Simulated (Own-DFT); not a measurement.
# Short bonds, stiff crystals?

Source: density functional calculations with Own-DFT, an unreviewed in-house program that is no longer used. Nothing was measured or relaxed, and spin and spin-orbit coupling are left out.

Caveats (not all hold for every row): forces on such cells moved up to 12 meV/angstrom on a denser k mesh; k mesh not checked against a denser one; forces on such cells passed a denser k mesh, each cell not checked; stress not checked against mesh or cutoff.

All runs are PBE with PseudoDojo norm-conserving files; cutoff and k mesh are each material's own. Every cell starts from measured lattice constants and was given uniform random strains and small random moves of its atoms. Each triple is the change of volume in per cent, the rms move u in Å and the pressure in GPa.

- 3C SiC (C48Si48), 10.36 Å³/atom unstrained: (-1.05, 0.051, 8.02); (-0.67, 0.052, 7.41); (0.36, 0.047, 4.54); (0.78, 0.048, 3.36); (1.24, 0.050, 2.57); (2.22, 0.049, 0.46); (2.57, 0.051, 0.24)
- wurtzite GaN (Ga48N48), 11.42 Å³/atom unstrained: (-2.48, 0.047, 13.08); (-1.62, 0.049, 11.07); (-1.61, 0.053, 12.10); (-1.19, 0.050, 10.08); (-0.97, 0.049, 9.94); (1.52, 0.048, 4.82); (1.64, 0.050, 4.76)
- diamond silicon (Si64), 20.02 Å³/atom unstrained: (-2.32, 0.048, 4.88); (-1.66, 0.052, 4.61); (-0.62, 0.047, 3.06); (-0.46, 0.050, 3.08); (-0.16, 0.056, 2.87); (2.57, 0.046, 0.10); (3.38, 0.056, -0.40)
- zincblende GaP (Ga32P32), 20.24 Å³/atom unstrained: (-2.00, 0.052, 5.30); (-1.07, 0.048, 4.34); (-0.57, 0.053, 3.90); (0.46, 0.051, 2.84); (0.59, 0.049, 2.95); (0.97, 0.051, 2.62); (1.39, 0.052, 2.05)
- zincblende InP (In32P32), 25.27 Å³/atom unstrained: withheld
- grey tin (Sn64), 34.15 Å³/atom unstrained: (-2.59, 0.047, 5.10); (-0.88, 0.051, 4.42); (0.41, 0.048, 3.57); (0.55, 0.053, 3.43); (1.18, 0.052, 3.19); (1.30, 0.048, 2.94); (1.57, 0.047, 2.92)

## Fit

Fit a line to each set against the fractional change of volume; B is minus its slope, and u is nearly the same within a set. To take it to zero pressure, assume that B rises by 4 GPa for each GPa: B0 = B - 4 x (mean pressure). The bond length of an ideal tetrahedral crystal with the unstrained volume v is d = (√3/4)(8 v)^(1/3). Cohen's empirical rule reads B0 = (1971 - 220 L) d^(-3.5) GPa, with L = 0 for group IV crystals and SiC and 1 for III-V compounds.

| material | L | d (Å) | B (GPa) | mean P (GPa) | B0 (GPa) | rule (GPa) |
|---|---|---|---|---|---|---|
| 3C SiC (C48Si48) | 0 | 1.888 | 225 ± 11 | 3.8 | 210 ± 11 | 213 |
| wurtzite GaN (Ga48N48) | 1 | 1.950 | 206 ± 10 | 9.4 | 168 ± 10 | 169 |
| diamond silicon (Si64) | 0 | 2.352 | 96 ± 4 | 2.6 | 86 ± 4 | 99 |
| zincblende GaP (Ga32P32) | 1 | 2.360 | 93 ± 3 | 3.4 | 79 ± 3 | 87 |
| zincblende InP (In32P32) | 1 | 2.541 | ? | ? | ? | 67 |
| grey tin (Sn64) | 0 | 2.810 | 55 ± 3 | 3.7 | 40 ± 3 | 53 |

A line through ln[B0/(1971 - 220 L)] against ln d has a slope of -4.2 ± 0.1 and a scatter of 3 %. Against the rule, B0 stands at 98 % for 3C SiC, 100 % for wurtzite GaN, 87 % for diamond silicon, 91 % for zincblende GaP, 76 % for grey tin. PBE tends to make silicon and heavier crystals too soft, and the rule itself is only a guide.

## The run left out

Question: what B0 does the fitted trend give for zincblende InP (In32P32)?

Estimate: 55 GPa. Its own runs give B = 75 ± 2 GPa at a mean pressure of 3.9 GPa, so B0 = 60 GPa.
